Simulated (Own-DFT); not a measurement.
# Point defects and the pressure they add: zincblende GaAs

No measurement is shown. These are fixed-geometry runs of a retired plane-wave code named Own-DFT, which no person has reviewed; spin and spin-orbit coupling are neglected.

Common settings: PBE; PseudoDojo norm-conserving scalar-relativistic files; cutoff 42 hartree; 3 x 3 x 3 k mesh centred on Gamma; Fermi-Dirac smearing of 0.1 eV.

Caveats (not all hold for every row): not probed for a lower state with spin; forces on such cells failed a check on a denser k mesh; forces not confirmed at this smearing and k mesh; forces on such cells passed a denser k mesh, each cell not checked; stress not checked against mesh or cutoff.

All runs share one cell, with vectors in Å (11.307, 0.000, 0.000); (0.000, 11.307, 0.000); (0.000, 0.000, 11.307) and a volume of 1445.4 Å³. The atoms are randomly displaced, by u rms on each axis. The defect's site can differ from row to row.

```
                                        cell     formula   u (Å)  P (GPa)
                                   no defect    As32Ga32  0.0188     3.51
                                   no defect    As32Ga32  0.0206     3.52
                                   no defect    As32Ga32  0.0490     3.86
                         one As on a Ga site    As33Ga31  0.0313     4.30
                         one As on a Ga site    As33Ga31  0.0488     4.57
                         one As on a Ga site    As33Ga31  0.0521     4.57
one As on a Ga site and one Ga on an As site    As32Ga32  0.0340     3.97
one As on a Ga site and one Ga on an As site    As32Ga32  0.0469     4.20
one As on a Ga site and one Ga on an As site    As32Ga32  0.0473     4.21
                            two Ga vacancies    As32Ga30  0.0290     2.86
                            two Ga vacancies    As32Ga30  0.0298     2.94
                            two Ga vacancies    As32Ga30  0.0327     3.06
                            two Ga vacancies    As32Ga30  0.0331        ?
                         one Al on a Ga site  AlAs32Ga31  0.0485     3.83
                         one Al on a Ga site  AlAs32Ga31  0.0499     3.89
                         one Al on a Ga site  AlAs32Ga31  0.0524     4.02
```

## Worked fit

P = P0 + c u² + a shift for each defect gives P0 = 3.43 GPa, c = 186 ± 23 GPa/Å² and a scatter of 0.05 GPa. The shifts, and each times the cell's volume:

- one As on a Ga site: 0.67 ± 0.05 GPa, 6.1 eV
- one As on a Ga site and one Ga on an As site: 0.35 ± 0.05 GPa, 3.1 eV
- one Al on a Ga site: 0.01 ± 0.05 GPa, 0.1 eV (not resolved)
- two Ga vacancies: -0.65 ± 0.04 GPa, -5.9 eV (-2.9 eV for each of its 2 sites)

Positive is outwards. The product with the volume (160.2 GPa Å³ to the eV) is nearly free of the cell's size; divided by the bulk modulus at the cell's pressure it gives the volume that the defect adds. The atoms around the defects weren't relaxed, which would change these numbers.

## Check

Question: what pressure belongs in the blank (two Ga vacancies, u = 0.0331 Å)?

The fit gives 2.98 ± 0.06 GPa. The hidden result is 3.03 GPa.
